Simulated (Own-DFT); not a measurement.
# What a defect does to the pressure of its cell: C11b WSi2

Everything here is calculated. The program is Own-DFT (plane waves, in-house, since retired, never reviewed by a person); positions were held fixed, and spin and spin-orbit coupling were off.

All runs used: PBEsol; PseudoDojo norm-conserving scalar-relativistic files, made for PBE; cutoff 50 hartree; 5 x 5 x 5 k mesh centred on Gamma; cold (Marzari-Vanderbilt) smearing of 0.2 eV.

Caveats: forces on such cells failed a check on a denser k mesh; stress not checked against mesh or cutoff.

All runs share one cell, with vectors in Å (-2.148, -5.953, 3.409); (-6.444, 2.976, 1.136); (-2.553, -2.948, -6.757) and a volume of 403.2 Å³. u is the rms random offset of the atoms per axis. The defect's site can differ from row to row.

```
cell,formula,u (Å),P (GPa)
no defect,Si20W10,0.0181,0.25
no defect,Si20W10,0.0195,0.44
no defect,Si20W10,0.0514,1.81
one Si on a W site,Si21W9,0.0292,2.32
one Si on a W site,Si21W9,0.0332,2.36
one Si on a W site,Si21W9,0.0524,?
one Si on a W site,Si21W9,0.0573,3.67
one Si vacancy,Si19W10,0.0311,-0.91
one Si vacancy,Si19W10,0.0467,-0.09
one Si vacancy,Si19W10,0.0484,0.35
one W vacancy,Si20W9,0.0274,-0.23
one W vacancy,Si20W9,0.0312,-0.20
one W vacancy,Si20W9,0.0433,0.31
one W on a Si site,Si19W11,0.0269,5.40
one W on a Si site,Si19W11,0.0293,5.47
one W on a Si site,Si19W11,0.0609,8.05
```

## Working it out

P = P0 + c u² + a shift for each defect gives P0 = 0.02 GPa, c = 730 ± 55 GPa/Å² and a scatter of 0.21 GPa. The shifts, and each times the cell's volume:

- one W on a Si site: 5.00 ± 0.17 GPa, 12.6 eV
- one Si on a W site: 1.49 ± 0.17 GPa, 3.8 eV
- one W vacancy: -0.93 ± 0.17 GPa, -2.4 eV
- one Si vacancy: -1.57 ± 0.18 GPa, -4.0 eV

Against the defect-free cell, a freed cell would be larger where the shift is positive and smaller where it is negative (160.2 GPa Å³ is 1 eV). The atoms around the defects weren't relaxed, which would change these numbers.

## Withheld run

Question: what pressure belongs in the blank (one Si on a W site, u = 0.0524 Å)?

The fit gives 3.51 ± 0.25 GPa. The hidden result is 3.40 GPa.
